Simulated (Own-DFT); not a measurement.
# Computed records: Si24O47 (quartz with one vacancy, atoms displaced)

A calculation, not a measurement: plane-wave PBE density functional theory by an unreviewed code, no spin, of a simulated periodic cell, stress positive in tension, free energy of the whole cell less one offset for each atom, some atoms lie very close together, defect cell not probed for a lower state with spin; oxygen file: force components 24 meV/angstrom off all-electron in one glass; forces on such cells passed a denser k mesh, this cell's mesh not checked; offsets are fitted by least squares, one for each functional and potential file, so energies compare only between cells with the same atoms and settings and are not formation energies; the far tail of each file's local potential was reset to the Coulomb form; each entry is a single point on an unrelaxed cell, so the pressure reflects the starting lattice, mostly measured values (interpolated for alloys), from which strain is counted, and rises with the displacements; printed positions are rounded, which can move forces by about a meV/angstrom; the program, named Own-DFT, is a retired in-house code; no spin-orbit coupling; before rounding, a Quantum ESPRESSO 7.3.1 run of the same cell and cutoff gave forces within 1 meV/angstrom rms on each cell, which checks the program and not the settings. Program: Own-DFT development build.

Common to all runs: functional PBE; potential files PseudoDojo norm-conserving, scalar-relativistic, standard set; wave cutoff 72 hartree; occupations Fermi-Dirac; smearing width 0.1 eV; k mesh 3 x 3 x 2 centred on Gamma.

(1) Si24O47 (quartz with one vacancy, atoms displaced)

```
Si24O47
1.0
      9.8268     0.0000     0.0000
     -4.9134     8.5103     0.0000
      0.0000     0.0000    10.8104
Si O Si O Si O Si O Si O Si O Si O Si O
3 6 3 6 3 6 3 6 3 6 3 5 3 6 3 6
Direct
  0.23543 0.99719 0.99944
  0.99346 0.22812 0.33734
  0.26228 0.26715 0.17298
  0.21150 0.12424 0.05507
  0.43223 0.30425 0.22835
  0.37290 0.07815 0.38678
  0.07182 0.37444 0.44377
  0.14614 0.21478 0.27765
  0.28756 0.41959 0.10987
  0.23141 0.99790 0.50010
  0.98192 0.23828 0.83571
  0.26495 0.27552 0.65936
  0.21164 0.12850 0.54907
  0.42192 0.28597 0.72236
  0.37035 0.08470 0.87781
  0.08401 0.37879 0.94136
  0.12828 0.19943 0.77393
  0.29981 0.43251 0.61265
  0.24429 0.49507 0.00319
  0.01298 0.75765 0.33298
  0.25880 0.76876 0.15640
  0.20098 0.61907 0.04541
  0.42754 0.78185 0.23067
  0.37669 0.59118 0.38789
  0.05809 0.86315 0.44826
  0.13213 0.71288 0.27787
  0.28066 0.92900 0.11297
  0.24366 0.50474 0.51500
  0.01161 0.74628 0.85244
  0.27227 0.76171 0.67111
  0.21105 0.63299 0.57338
  0.43190 0.81465 0.74243
  0.35623 0.56228 0.87538
  0.07235 0.86425 0.93941
  0.15239 0.71186 0.76718
  0.30317 0.90871 0.59138
  0.74752 0.00334 0.99252
  0.50815 0.23445 0.33585
  0.75305 0.25974 0.16545
  0.70676 0.13425 0.06394
  0.92387 0.29120 0.22499
  0.86833 0.06761 0.39863
  0.57822 0.37248 0.44367
  0.64306 0.19715 0.26724
  0.79063 0.42946 0.10287
  0.73215 0.99984 0.50413
  0.50092 0.20452 0.84212
  0.76277 0.25887 0.66462
  0.93884 0.28784 0.71701
  0.86331 0.06062 0.90785
  0.57683 0.36140 0.94779
  0.63961 0.21671 0.78064
  0.78901 0.43257 0.60538
  0.73902 0.48304 0.00310
  0.49301 0.73681 0.33345
  0.77066 0.76344 0.16919
  0.70611 0.64065 0.05513
  0.93237 0.79628 0.22667
  0.88593 0.57749 0.39213
  0.58301 0.88056 0.44050
  0.63220 0.71718 0.28325
  0.79227 0.92056 0.11471
  0.74382 0.50702 0.49770
  0.48637 0.72735 0.83848
  0.76842 0.75960 0.67189
  0.71434 0.63381 0.55987
  0.92125 0.79011 0.71524
  0.86408 0.57729 0.89307
  0.58251 0.87910 0.94413
  0.63681 0.71214 0.76934
  0.78682 0.92073 0.61398
```

* free energy of cell above offsets: -1.236 eV
* pressure: 14.39 GPa
* stress xx: -12.78 GPa
* stress yy: -16.85 GPa
* stress zz: -13.54 GPa
* stress yz: 5.35 GPa
* stress xz: 0.37 GPa
* stress xy: -4.18 GPa

Force:
```tsv
element	x (eV/Å)	y (eV/Å)	z (eV/Å)
Si	0.869	1.323	-3.265
Si	0.491	3.127	-0.673
Si	5.186	-1.912	-2.813
O	-2.923	4.698	2.942
O	1.203	-0.809	0.353
O	-1.54	-3.236	1.686
O	1.568	-0.232	0.137
O	-4.292	-1.889	3.61
O	0.72	1.456	0.083
Si	4.79	-3.746	-1.468
Si	8.171	-1.654	3.535
Si	3.899	-8.339	5.045
O	-3.631	5.579	3.204
O	1.009	-0.439	0.818
O	-14.5	-23.98	11.22
O	-2.821	-4.451	-2.343
O	-1.539	0.948	-0.299
O	0.446	3.317	-0.218
Si	0.569	0.101	-3.446
Si	-1.04	-5.51	1.517
Si	3.726	-5.151	3.969
O	-2.354	6.015	3.702
O	-8.475	2.922	-8.508
O	-4.505	-10.01	7.543
O	0.982	3.003	1.838
O	3.944	0.613	-3.223
O	1.446	0.468	-0.455
Si	-2.787	0.965	-7.526
Si	-0.912	-13.05	-16.35
Si	2.55	4.301	-2.622
O	0.814	-3.287	-2.719
O	1.451	0.159	-0.151
O	-0.548	-2.394	2.676
O	0.894	10.58	9.779
O	-8.888	-1.603	8.495
O	-2.225	3.376	-1.864
Si	-11.26	-7.109	17.35
Si	-0.209	2.982	-1.361
Si	7.053	4.647	-3.706
O	1.004	-2.352	-3.658
O	0.531	-0.268	0.446
O	0.361	0.103	-0.135
O	-0.074	-1.773	-1.878
O	-7.631	-2.092	7.706
O	7.446	-4.831	10.07
Si	2.128	2.552	4.105
Si	4.679	25.66	-7.089
Si	0.118	0.387	-3.398
O	-4.582	1.361	-2.774
O	12.19	10.26	-14.44
O	-1.102	-3.571	-1.984
O	7.169	-0.329	-2.941
O	3.22	-3.604	3.434
Si	-8.919	8.186	-8.049
Si	6.946	6.338	2.533
Si	-3.597	-1.726	0.925
O	1.892	-2.282	-0.222
O	-0.343	1.06	-1.405
O	-1.303	0.25	0.196
O	-3.431	-2.933	-1.922
O	4.224	-0.221	-2.128
O	-1.29	3.349	-2.281
Si	0.641	1.182	-2.481
Si	5.275	4.956	-1.181
Si	-5.738	-0.327	-4.228
O	-1.54	0.941	-0.09
O	10.15	1.166	6.266
O	1.478	0.524	-0.229
O	-2.369	-4.035	-1.927
O	-4.068	-1.307	3.464
O	-0.796	1.595	-1.208
```

(2) Si24O47 (quartz with one vacancy, atoms displaced)

```
Si24O47
1.0
      9.8268     0.0000     0.0000
     -4.9134     8.5103     0.0000
      0.0000     0.0000    10.8104
Si O Si O Si O Si O Si O Si O Si O Si O
3 6 3 6 3 6 3 6 3 5 3 6 3 6 3 6
Direct
  0.21558 0.99005 0.01039
  0.00899 0.23179 0.33616
  0.26387 0.27270 0.17063
  0.21814 0.13532 0.05428
  0.42793 0.28892 0.21882
  0.36435 0.07768 0.40443
  0.07879 0.36334 0.44632
  0.12718 0.19616 0.29508
  0.29989 0.43215 0.09998
  0.23064 0.99089 0.50127
  0.01528 0.23373 0.84350
  0.26070 0.26041 0.67109
  0.20162 0.12081 0.56247
  0.42348 0.27054 0.72316
  0.38258 0.08396 0.88540
  0.08309 0.37168 0.93047
  0.14048 0.22395 0.77317
  0.27841 0.41533 0.61409
  0.23052 0.49938 0.00605
  0.98762 0.73359 0.32237
  0.26403 0.77236 0.17005
  0.19080 0.63044 0.07907
  0.43633 0.80157 0.23193
  0.35506 0.56606 0.38864
  0.07435 0.86075 0.43385
  0.11807 0.68939 0.27203
  0.28086 0.91842 0.12802
  0.24952 0.50817 0.50375
  0.00048 0.72812 0.82481
  0.25391 0.75538 0.66811
  0.19835 0.62549 0.55845
  0.43783 0.80116 0.72135
  0.37133 0.58258 0.88720
  0.07690 0.86909 0.93273
  0.13493 0.70728 0.77342
  0.30637 0.92782 0.61156
  0.74137 0.01181 0.00093
  0.51883 0.23925 0.32688
  0.75685 0.26802 0.18003
  0.69777 0.12063 0.06082
  0.92483 0.28937 0.22035
  0.86825 0.06668 0.39720
  0.57569 0.36438 0.44900
  0.63969 0.21923 0.27880
  0.73199 0.00035 0.50666
  0.48926 0.23582 0.83244
  0.76743 0.26048 0.66832
  0.71876 0.13457 0.57153
  0.93770 0.30139 0.73853
  0.85900 0.07056 0.88476
  0.58568 0.37931 0.93440
  0.62707 0.19912 0.77228
  0.78880 0.41372 0.60618
  0.73939 0.50202 0.98735
  0.49659 0.71442 0.32992
  0.77452 0.77735 0.17888
  0.70424 0.63025 0.04308
  0.93262 0.78306 0.23462
  0.86417 0.57151 0.39193
  0.57865 0.88543 0.42917
  0.64173 0.72651 0.27461
  0.80009 0.92340 0.11837
  0.73868 0.50083 0.49858
  0.49920 0.72538 0.82846
  0.75460 0.76649 0.66568
  0.70316 0.62733 0.56150
  0.92948 0.79554 0.72823
  0.87752 0.57802 0.89733
  0.55295 0.86200 0.94152
  0.62930 0.70436 0.77630
  0.79956 0.92507 0.62119
```

* free energy of cell above offsets: -3.615 eV
* pressure: 14.12 GPa
* stress xx: -16.37 GPa
* stress yy: -14.31 GPa
* stress zz: -11.69 GPa
* stress yz: 3.92 GPa
* stress xz: 4.85 GPa
* stress xy: 3.04 GPa

Force:
```tsv
element	x (eV/Å)	y (eV/Å)	z (eV/Å)
Si	7.434	-1.038	-2.524
Si	-11.03	1.98	4.157
Si	1.39	-2.83	0.687
O	-4.1	5.28	3.545
O	0.399	0.22	1.01
O	3.09	2.876	-3.994
O	0.186	0.412	-0.576
O	10.95	-0.348	-7.158
O	1.596	-1.761	2.935
Si	0.943	-0.667	1.582
Si	-7.563	-2.05	-3.45
Si	4.043	-1.963	-3.615
O	-1.762	1.971	1.951
O	-6.118	3.089	-6.125
O	-4.669	-9.447	7.202
O	-0.073	3.039	4.703
O	3.045	-2.489	0.986
O	0.857	2.462	-0.934
Si	-1.534	5.087	-3.263
Si	18.86	-8.509	20.07
Si	4.519	-7.691	6.802
O	2.359	-3.998	-4.434
O	-1.585	-1.372	-0.922
O	2.57	-0.029	-1.779
O	-0.667	-0.267	0.26
O	0.341	0.85	0.192
O	-5.049	9.636	-5.491
Si	-4.162	-4.57	1.999
Si	-2.128	2.023	1.699
Si	5.399	3.188	-2.163
O	-0.225	0.93	0.546
O	-1.684	-1.659	-0.91
O	-4.091	-7.195	4.827
O	-0.976	-1.631	-0.496
O	0.51	-1.721	1.451
O	-1.699	-0.483	-1.093
Si	0.451	-7.435	-2.023
Si	-15.88	0.053	8.709
Si	5.435	3.37	-10.65
O	-3.314	4.929	4.411
O	2.075	-0.574	1.865
O	-0.099	0.544	0.229
O	-1.03	-1.757	-2.856
O	6.639	-4.536	1.178
Si	2.578	-1.124	-0.844
Si	9.072	4.127	1.681
Si	0.496	2.195	6.631
O	-0.212	-2.676	-3.219
O	-1.133	-0.675	-0.796
O	1.536	0.039	0.913
O	-3.513	-4.096	-2.81
O	0.321	1.036	-0.062
O	-0.855	3.163	-1.606
Si	1.291	-0.219	5.604
Si	-5.476	6.819	1.787
Si	2.896	-5.369	-3.99
O	-0.701	3.58	4.377
O	-17.62	8.478	-19.48
O	0.049	0.149	-0.905
O	-0.094	-3.254	0.044
O	3.609	-2.497	0.445
O	-2.108	6.05	-4.215
Si	1.033	-1.168	2.505
Si	-3.547	7.818	0.944
Si	4.8	-5.591	2.579
O	-0.874	1.302	0.598
O	-2.087	-0.438	-1.507
O	2.359	-0.147	-1.852
O	3.158	1.509	0.664
O	4.636	-1.086	-1.804
O	-3.258	6.158	-4.219
```

(3) Si24O47 (quartz with one vacancy, atoms displaced)

```
Si24O47
1.0
      9.8268     0.0000     0.0000
     -4.9134     8.5103     0.0000
      0.0000     0.0000    10.8104
Si O Si O Si O Si O Si O Si O Si O Si O
3 6 3 6 3 6 3 6 3 6 3 6 3 5 3 6
Direct
  0.24141 0.01061 0.01039
  0.00826 0.24073 0.34415
  0.26364 0.24910 0.18246
  0.23242 0.14160 0.04833
  0.42790 0.29664 0.22914
  0.37205 0.06369 0.38829
  0.06939 0.37014 0.44582
  0.11662 0.19935 0.27079
  0.29838 0.43246 0.11221
  0.24050 0.00642 0.49563
  0.99303 0.23833 0.83475
  0.26425 0.25909 0.67003
  0.21698 0.13500 0.54743
  0.42291 0.28192 0.71588
  0.35639 0.06570 0.88920
  0.08631 0.36388 0.94739
  0.13057 0.19592 0.77644
  0.30188 0.42457 0.61059
  0.22307 0.52781 0.99494
  0.99243 0.72655 0.32149
  0.27570 0.77601 0.16275
  0.20989 0.62563 0.05854
  0.41262 0.77628 0.23024
  0.37163 0.58213 0.38404
  0.07030 0.85355 0.44723
  0.12685 0.70574 0.27462
  0.28398 0.91907 0.10351
  0.22409 0.48432 0.51594
  0.98419 0.71913 0.82929
  0.27454 0.76961 0.66728
  0.20257 0.63248 0.57262
  0.43669 0.80956 0.72882
  0.36734 0.56341 0.89539
  0.06074 0.86803 0.92757
  0.13259 0.70230 0.77161
  0.28931 0.92325 0.61969
  0.70802 0.98940 0.99384
  0.48239 0.23231 0.33124
  0.77616 0.27374 0.17531
  0.70969 0.14399 0.05679
  0.92591 0.28053 0.22982
  0.85491 0.07182 0.40210
  0.57703 0.38502 0.44142
  0.62372 0.19816 0.26762
  0.79110 0.41969 0.10293
  0.73132 0.99385 0.51036
  0.49506 0.23786 0.83651
  0.76090 0.26027 0.68185
  0.70999 0.14706 0.55373
  0.92072 0.28115 0.71310
  0.86327 0.07254 0.90953
  0.58881 0.36888 0.95072
  0.64697 0.22575 0.77847
  0.78965 0.42383 0.60890
  0.73011 0.50133 0.99582
  0.50638 0.73336 0.31478
  0.76527 0.75177 0.17208
  0.91291 0.78179 0.21611
  0.85412 0.56809 0.38696
  0.56391 0.85794 0.44236
  0.64668 0.72029 0.27103
  0.79236 0.92602 0.09182
  0.72872 0.50781 0.49212
  0.51883 0.74625 0.82381
  0.77350 0.76284 0.68224
  0.71271 0.61950 0.55918
  0.92093 0.78352 0.72711
  0.86492 0.56892 0.89465
  0.57241 0.87164 0.93609
  0.62779 0.71008 0.77829
  0.79722 0.94028 0.61587
```

* free energy of cell above offsets: 3.662 eV
* pressure: 15.57 GPa
* stress xx: -24.96 GPa
* stress yy: -11.36 GPa
* stress zz: -10.39 GPa
* stress yz: -4.79 GPa
* stress xz: 0.61 GPa
* stress xy: 2.58 GPa

Force:
```tsv
element	x (eV/Å)	y (eV/Å)	z (eV/Å)
Si	2.365	-11.21	-10.39
Si	-5.33	-3.921	-0.315
Si	-6.325	5.617	-7.414
O	-7.225	10.22	7.289
O	-0.375	1.497	-1.682
O	-0.911	-0.533	0.168
O	-0.296	0.139	0.917
O	4.088	-1.775	-0.299
O	-0.084	-1.998	0.84
Si	2.377	-7.292	0.852
Si	1.77	-2.134	1.524
Si	-2.368	-1.772	-1.061
O	-3.168	4.411	2.632
O	3.253	0.634	2.383
O	1.489	1.606	-0.385
O	-2.627	-1.492	-2.12
O	-1.201	0.51	-0.291
O	0.399	-0.299	0.772
Si	24.06	-27.66	-18.58
Si	-2.136	0.884	4.746
Si	-2.669	-5.989	2.512
O	-19.2	27.28	20.9
O	-1.421	2.814	-3.8
O	-1.522	-3.52	2.896
O	0.075	0.481	-1.708
O	4.808	0.38	-3.703
O	0.736	1.658	0.729
Si	0.642	6.962	-3.289
Si	6.451	4.261	1.683
Si	-1.61	-1.129	2.524
O	1.861	-3.855	-2.831
O	1.68	-0.019	0.252
O	-0.015	3.67	-1.509
O	1.732	1.22	2.044
O	-0.951	-0.375	1.177
O	-2.213	4.522	-3.644
Si	8.449	11.08	8.405
Si	9.188	1.566	4.638
Si	-2.505	-3.044	-2.042
O	-0.245	-1.246	0.15
O	1.213	1.204	1.018
O	2.91	2.216	-2.134
O	-5.151	-7.954	-4.94
O	-1.769	0.853	1.258
O	-0.073	2.548	-0.201
Si	-5.216	1.714	-3.195
Si	1.49	-0.841	0.361
Si	0.128	3.084	-12.18
O	0.144	-1.783	1.427
O	5.435	0.702	3.237
O	1.108	2.615	-3.959
O	-7.001	-9	-5.574
O	-6.883	-2.7	7.444
O	-0.421	0.352	-0.439
Si	3.992	7.818	8.047
Si	-0.877	-0.521	9.059
Si	-8.11	0.353	-12.62
O	11.49	2.726	4.515
O	1.963	1.578	-2.753
O	1.291	0.446	-0.607
O	-0.552	-1.65	2.45
O	0.462	-3.41	2.373
Si	11.07	-7.715	-0.127
Si	-16.51	-0.873	7.241
Si	-8.256	-0.174	-8.231
O	-8.365	13.22	9.963
O	4.639	1.613	0.504
O	-0.101	-2.343	-0.315
O	-7.077	-8.565	-5.356
O	14.53	-3.094	-5.783
O	3.469	-4.556	4.544
```

(4) Si24O47 (quartz with one vacancy, atoms displaced)

```
Si24O47
1.0
      9.8268     0.0000     0.0000
     -4.9134     8.5103     0.0000
      0.0000     0.0000    10.8104
Si O Si O Si O Si O Si O Si O Si O Si O
3 5 3 6 3 6 3 6 3 6 3 6 3 6 3 6
Direct
  0.24741 0.99756 0.99822
  0.99181 0.24462 0.32381
  0.27177 0.26501 0.15716
  0.20845 0.13371 0.05261
  0.42392 0.27852 0.22335
  0.35655 0.06953 0.39632
  0.13205 0.21462 0.27207
  0.30835 0.43359 0.10915
  0.22294 0.00223 0.50146
  0.00704 0.24744 0.82543
  0.24753 0.25762 0.67121
  0.20392 0.14639 0.56601
  0.40525 0.29407 0.73983
  0.35827 0.08311 0.89676
  0.07436 0.36198 0.93616
  0.13804 0.21016 0.77795
  0.29734 0.42894 0.60967
  0.25832 0.49869 0.99139
  0.00895 0.74988 0.34051
  0.27331 0.77374 0.17692
  0.21123 0.62429 0.06551
  0.43110 0.80316 0.22011
  0.36997 0.56080 0.38966
  0.06537 0.86648 0.43715
  0.12975 0.71643 0.28704
  0.29275 0.92718 0.10966
  0.22610 0.50768 0.50777
  0.00256 0.74722 0.83397
  0.26956 0.76773 0.67105
  0.21631 0.65915 0.56081
  0.43105 0.81093 0.71884
  0.37291 0.57790 0.90297
  0.08582 0.87260 0.95510
  0.13113 0.70767 0.76339
  0.29745 0.92875 0.61951
  0.72356 0.99125 0.00995
  0.50586 0.23405 0.33569
  0.76835 0.28171 0.15898
  0.68149 0.11326 0.05789
  0.93920 0.28656 0.21668
  0.86688 0.06853 0.38629
  0.58702 0.36529 0.45009
  0.63197 0.20223 0.26576
  0.77415 0.41638 0.10818
  0.74418 0.01108 0.50225
  0.49788 0.23731 0.83412
  0.77119 0.26776 0.66947
  0.71772 0.13837 0.55523
  0.93945 0.30511 0.73842
  0.87537 0.07478 0.88197
  0.57071 0.37656 0.93223
  0.62574 0.20829 0.77250
  0.78649 0.42869 0.60751
  0.74437 0.49794 0.00203
  0.51562 0.74241 0.33755
  0.75871 0.75560 0.16822
  0.70467 0.62924 0.06235
  0.90670 0.77767 0.20828
  0.86806 0.59413 0.39846
  0.57200 0.86042 0.42955
  0.65174 0.73108 0.28101
  0.78020 0.90913 0.11185
  0.72856 0.49393 0.50265
  0.49594 0.72267 0.82598
  0.76675 0.75628 0.65975
  0.70474 0.62447 0.55828
  0.94054 0.79567 0.72597
  0.87210 0.56923 0.90353
  0.55981 0.87300 0.93694
  0.63267 0.69746 0.77745
  0.79046 0.93279 0.60523
```

* free energy of cell above offsets: -4.752 eV
* pressure: 13.86 GPa
* stress xx: -14 GPa
* stress yy: -11.97 GPa
* stress zz: -15.62 GPa
* stress yz: 0.35 GPa
* stress xz: -1.42 GPa
* stress xy: 1.74 GPa

Force:
```tsv
element	x (eV/Å)	y (eV/Å)	z (eV/Å)
Si	-2.999	1.68	5.056
Si	8.847	-2.956	10.54
Si	-2.285	-1.068	2.485
O	0.239	-0.154	0.176
O	1.329	0.657	1.078
O	1.022	1.41	-0.531
O	1.526	0.235	-0.82
O	0.688	0.038	-0.648
Si	2.333	0.589	3.257
Si	5.466	-7.382	8.291
Si	3.346	6.063	0.022
O	1.112	-6.185	-5.758
O	2.864	0.118	0.034
O	4.086	1.706	-4.43
O	2.224	3.941	3.076
O	-3.225	-1.806	3.024
O	-1.751	1.15	-0.241
Si	-12.22	-6.339	11.83
Si	-6.221	-5.859	-7.629
Si	-3.465	-4.13	-3.001
O	-0.075	0.953	0.719
O	5.398	0.042	3.618
O	-0.959	1.782	0.88
O	-0.588	7.348	7.016
O	5.973	-0.263	-3.451
O	1.101	0.091	1.397
Si	1.893	-1.671	-3.168
Si	5.19	-2.616	5.721
Si	-2.687	2.405	0.633
O	0.864	-4.741	-4.525
O	6.414	-1.469	3.749
O	7.264	5.123	-10.35
O	-3.486	-5.433	-4.388
O	-2.691	-1.138	3.718
O	-3.688	4.245	-3.603
Si	3.176	-1.187	-4.352
Si	-1.923	-0.858	0.181
Si	6.619	-13.74	4.434
O	-1.197	5.576	2.912
O	-10.43	3.736	-10.81
O	-0.386	1.112	0.35
O	-4.945	-7.538	-5.197
O	0.778	0.551	0.886
O	-1.399	6.829	-0.925
Si	0.277	-4.24	-5.48
Si	-2.745	0.808	-0.711
Si	-1.047	0.552	0.57
O	-2.646	3.9	2.618
O	-9.457	3.537	-9.487
O	-2.112	-1.251	2.353
O	1.781	1.279	1.833
O	3.078	-0.109	-1.85
O	3.216	-1.936	3.092
Si	-7.826	2.052	-2.366
Si	-5.303	-8.802	-6.882
Si	-5.363	-1.398	-2.841
O	-0.05	-2.668	-2.038
O	12.76	1.528	6.561
O	-0.629	-2.39	0.789
O	0.649	10.2	9.966
O	0.914	-2.271	0.789
O	-2.079	4.046	-2.706
Si	5.65	5.747	-1.115
Si	-1.595	6.213	0.7
Si	-1.284	2.986	2.423
O	-2.563	2.657	1.461
O	-5.624	1.028	-4.516
O	2.644	3.336	-3.502
O	1.065	-2.195	-1.609
O	2.285	0.292	-2.235
O	2.864	-3.748	2.931
```
